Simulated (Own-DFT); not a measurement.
Simulation results for Al₃GaN₄ (wurtzite random alloy, strained, atoms displaced)

Computed with Own-DFT development build. A calculation, not a measurement: plane-wave PBE density functional theory by an unreviewed code, no spin, of a simulated periodic cell, stress positive in tension, free energy of the whole cell less one offset for each atom, forces on such cells passed a denser k mesh, this cell's mesh not checked; offsets are fitted by least squares, one for each functional and potential file, so energies compare only between cells with the same atoms and settings and are not formation energies; the far tail of each file's local potential was reset to the Coulomb form; each entry is a single point on an unrelaxed cell, so the pressure reflects the starting lattice, mostly measured values, from which strain is counted, and rises with the displacements; printed positions are rounded, which can move forces by about a meV/angstrom; the program is a retired in-house code; no spin-orbit coupling.

Al₃GaN₄ (wurtzite random alloy, strained, atoms displaced)

```
cell vectors (Å)
   9.6051     0.0000     0.0000
  -4.8026     8.3183     0.0000
   0.0000     0.0000    10.0655
atoms (fractions of the cell vectors)
Ga  0.11141  0.21100  0.00184
Ga  0.22287  0.11118  0.25052
N   0.11298  0.22557  0.18633
N   0.22373  0.12281  0.44762
Ga  0.11514  0.21401  0.51118
Al  0.21844  0.10542  0.75033
N   0.11392  0.22095  0.69523
N   0.21905  0.10728  0.93894
Al  0.11301  0.56593  0.99860
Al  0.21815  0.44253  0.24393
N   0.11114  0.55592  0.19376
N   0.21689  0.43760  0.43345
Al  0.10753  0.55831  0.49690
Al  0.22175  0.44534  0.75303
N   0.10770  0.55464  0.69349
N   0.22267  0.44976  0.94459
Ga  0.11061  0.88643  0.00445
Al  0.21242  0.77685  0.25605
N   0.11650  0.88471  0.18876
N   0.21568  0.77828  0.44165
Al  0.11336  0.89677  0.50604
Al  0.22123  0.77937  0.74794
N   0.10718  0.88412  0.68829
N   0.23112  0.77938  0.94320
Al  0.44665  0.21292  0.00857
Al  0.54746  0.10991  0.24279
N   0.44511  0.23227  0.19313
N   0.55025  0.11537  0.44299
Al  0.43904  0.22533  0.51181
Al  0.54979  0.10414  0.75027
N   0.45143  0.22767  0.69234
N   0.55627  0.10619  0.94087
Ga  0.44664  0.55570  0.00208
Al  0.55455  0.44310  0.24627
N   0.43923  0.55009  0.19234
N   0.55314  0.44644  0.43738
Ga  0.44182  0.55443  0.49894
Al  0.54360  0.44128  0.75068
N   0.44149  0.55910  0.69494
N   0.55704  0.44792  0.94521
Al  0.44812  0.89679  0.00334
Ga  0.56296  0.78433  0.25015
N   0.45091  0.88969  0.18204
N   0.55180  0.77549  0.43724
Al  0.44289  0.88400  0.49493
Al  0.55493  0.77979  0.75425
N   0.44703  0.89332  0.68625
N   0.55410  0.78274  0.93881
Ga  0.77839  0.23197  0.99387
Al  0.88793  0.10923  0.25368
N   0.77147  0.22533  0.18344
N   0.89989  0.11648  0.43698
Al  0.77536  0.21801  0.50102
Al  0.87824  0.10073  0.75365
N   0.78227  0.22027  0.69054
N   0.89276  0.10502  0.93857
Ga  0.77582  0.54856  0.00066
Al  0.88510  0.44776  0.25721
N   0.77570  0.55840  0.18984
N   0.89682  0.44935  0.43645
Al  0.77138  0.55696  0.49858
Al  0.90013  0.44614  0.74033
N   0.77569  0.55769  0.69883
N   0.87580  0.44045  0.94300
Al  0.77217  0.88850  0.00909
Al  0.89420  0.78218  0.25620
N   0.78355  0.89675  0.18773
N   0.90124  0.78427  0.43555
Al  0.77611  0.88154  0.49754
Al  0.89445  0.78016  0.75554
N   0.77890  0.89135  0.69155
N   0.90132  0.79112  0.94147
```

| Property | Result |
| --- | --- |
| functional | PBE |
| potential files | PseudoDojo norm-conserving, scalar-relativistic, standard set with the stringent files for Ga |
| wave cutoff | 96 hartree |
| occupations | Gaussian |
| smearing width | 0.01 eV |
| k mesh | 4 x 4 x 3 centred on Gamma |
| free energy of cell above offsets | -23.282 eV |
| pressure | -2.39 GPa |
| stress xx | 5.8 GPa |
| stress yy | 6.09 GPa |
| stress zz | -4.71 GPa |
| stress yz | -0.49 GPa |
| stress xz | 0.01 GPa |
| stress xy | 0.26 GPa |

Force:
| element | x (eV/Å) | y (eV/Å) | z (eV/Å) |
| --- | --- | --- | --- |
| Ga | -1.131 | 1.515 | -0.978 |
| Ga | -0.638 | 0.454 | 0.322 |
| N | -0.558 | -0.81 | 1.702 |
| N | 2.972 | -2.602 | -0.613 |
| Ga | -2.745 | 2.273 | -0.962 |
| Al | 0.172 | 0.566 | 0.364 |
| N | -0.392 | -0.043 | 1.65 |
| N | 2.435 | 0.229 | -0.171 |
| Al | 0.349 | -1.568 | 0.67 |
| Al | 0.191 | 0.236 | 0.406 |
| N | -0.9 | 0.448 | -0.32 |
| N | -0.643 | 1.038 | 0.947 |
| Al | 1.35 | -0.618 | 0.007 |
| Al | -0.109 | -0.271 | 0.326 |
| N | 1.419 | 0.98 | -0.885 |
| N | -0.757 | -0.372 | -0.788 |
| Ga | 0.753 | 0.319 | -1.193 |
| Al | 2.075 | -0.824 | -0.927 |
| N | -1.293 | 0.446 | 1.971 |
| N | 0.598 | 0.56 | 0.54 |
| Al | 0.425 | -0.268 | -1.165 |
| Al | 0.656 | -0.172 | 0.367 |
| N | 0.467 | 0.716 | 0.812 |
| N | -0.558 | 0.264 | -1.109 |
| Al | -1.241 | 1.214 | -1.773 |
| Al | 1.07 | 0.444 | 1.103 |
| N | 1.012 | -1.678 | -0.47 |
| N | 0.442 | -0.589 | -0.483 |
| Al | 1.079 | 0.265 | -2.115 |
| Al | 0.62 | 1.266 | -0.333 |
| N | -0.88 | -1.069 | 1.026 |
| N | -1.414 | 0.38 | -0.52 |
| Ga | -0.786 | 0.332 | -0.132 |
| Al | -0.501 | 1.292 | 0.436 |
| N | 0.498 | 0.462 | 0.687 |
| N | 1.081 | -0.521 | 0.471 |
| Ga | -0.861 | -0.465 | -0.204 |
| Al | 1.37 | 1.03 | 0.848 |
| N | 0.088 | -0.182 | 0.161 |
| N | -0.117 | -1.942 | -1.001 |
| Al | 0.549 | -1.515 | -1.293 |
| Ga | -0.525 | -1.247 | -0.966 |
| N | -1.821 | 0.584 | 2.238 |
| N | 0.637 | 1.14 | 1.277 |
| Al | -0.612 | 1.024 | 0.265 |
| Al | 0.193 | 0.057 | -0.69 |
| N | -0.33 | -1.033 | 0.229 |
| N | 0.587 | 0.515 | 0.714 |
| Ga | 1.513 | -2.094 | 0.574 |
| Al | -0.21 | 1.462 | -1.276 |
| N | 0.411 | -0.187 | 2.319 |
| N | -1.805 | -1.538 | 0.798 |
| Al | 0.257 | 0.29 | -0.601 |
| Al | 1.025 | 1.197 | -0.255 |
| N | -0.72 | 0.015 | 0.093 |
| N | -1.408 | -0.21 | 0.248 |
| Ga | -1.039 | 1.896 | -0.347 |
| Al | 0.568 | -0.492 | -2.27 |
| N | 0.248 | 0.37 | 1.873 |
| N | -1.71 | -0.718 | 1.962 |
| Al | 0.957 | -0.065 | 0.621 |
| Al | -2.844 | -0.921 | 1.451 |
| N | 0.212 | -0.179 | -1.381 |
| N | 3.082 | 2.03 | -2.264 |
| Al | 0.733 | 0.248 | -2.54 |
| Al | -0.255 | -0.413 | -2.265 |
| N | 1.01 | -0.503 | 1.704 |
| N | -1.239 | -0.504 | 1.644 |
| Al | -0.126 | 1.19 | 0.388 |
| Al | -1.102 | -0.485 | -0.292 |
| N | 0.096 | -1.252 | -0.701 |
| N | -1.931 | -1.399 | 0.071 |
